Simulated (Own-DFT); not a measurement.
# Hybrid less PBE against volume: corundum Al2O3, 78 atoms (Al32O46), with two O vacancies

Calculated, not measured. Each geometry was run twice at fixed positions with Own-DFT, a retired in-house plane-wave program that no person has reviewed: with PBE, and with HSE06 (exact exchange share 0.25 at short range, screening 0.11 per bohr, Gygi-Baldereschi treatment of its divergence). Both used PseudoDojo norm-conserving files made for PBE, a cutoff of 48 hartree, the Gamma point alone, fixed occupations, a neutral cell and no spin. The unstrained cell is 7.9 Å across at its thinnest, so Gamma alone is coarse and defects feel their images. The oxygen file's force components were 24 meV/Å off all-electron values in a glass.

Unstrained cell vectors in Å: (5.494, 0.000, 8.660); (-2.747, 4.758, 8.660); (-2.747, -4.758, 8.660), volume V0 = 679.1 Å³, from measured lattice constants. Each geometry has its own random strain of a few per cent, its own defect sites and random moves of rms u per axis. HSE06 gave the energy alone. D is its energy less that of PBE, over the lowest D shown. The PBE stress wasn't checked against mesh or cutoff.

| run | V - V0 (Å³) | u (Å) | P with PBE (GPa) | D (eV) |
|---|---|---|---|---|
| 1 | -12.7 | 0.0296 | 11.91 | 0.331 |
| 2 | 1.8 | 0.0293 | 7.40 | 0.809 |
| 3 | -20.0 | 0.0284 | 14.58 | 0.008 |
| 4 | 29.8 | 0.0308 | -2.83 | 1.960 |
| 5 | 21.3 | 0.0277 | -0.17 | 1.607 |
| 6 | 9.1 | 0.0532 | 5.71 | 1.316 |
| 7 | -1.7 | 0.0279 | 7.51 | 0.711 |
| 8 | 7.8 | 0.0505 | 6.79 | 1.143 |
| 9 | 8.9 | 0.0297 | 4.28 | 1.117 |
| 10 | -19.0 | 0.0303 | 14.97 | 0.000 |
| 11 | -3.2 | 0.0302 | 8.95 | 0.593 |
| 12 | -12.1 | 0.0473 | 14.47 | 0.382 |
| 13 | -19.2 | 0.0315 | 15.52 | ? |

## What the rows give

D = 0.71 + 0.0393 (V - V0) + 70 u² eV, with an error of 0.0008 on the volume slope, 16 on the last term and a scatter of 0.04 eV. Pressure is -dE/dV, and 1 eV/Å³ is 160.2 GPa, so HSE06 changes the pressure by -6.3 ± 0.1 GPa. With the ions held to the strained lattice, the PBE pressure falls by 248 ± 7 GPa per unit of volume strain; the shape of the strain isn't fitted, so the true error is larger, and a relaxed crystal would be softer. On that slope HSE06's volume at a given pressure is about 2.5 % smaller, or 0.8 % in lengths. At u = 0 and V0 the PBE pressure is 6.7 GPa, which puts the zero-pressure volume, against the measured cell and with the defects in, at +2.7 % for PBE and +0.2 % for HSE06, each good to a few tenths of a per cent.

## Prediction

Asked: what D should run 13 give?

The fit gives 0.02 eV, with rows scattering by 0.04. DFT gave -0.001 eV.
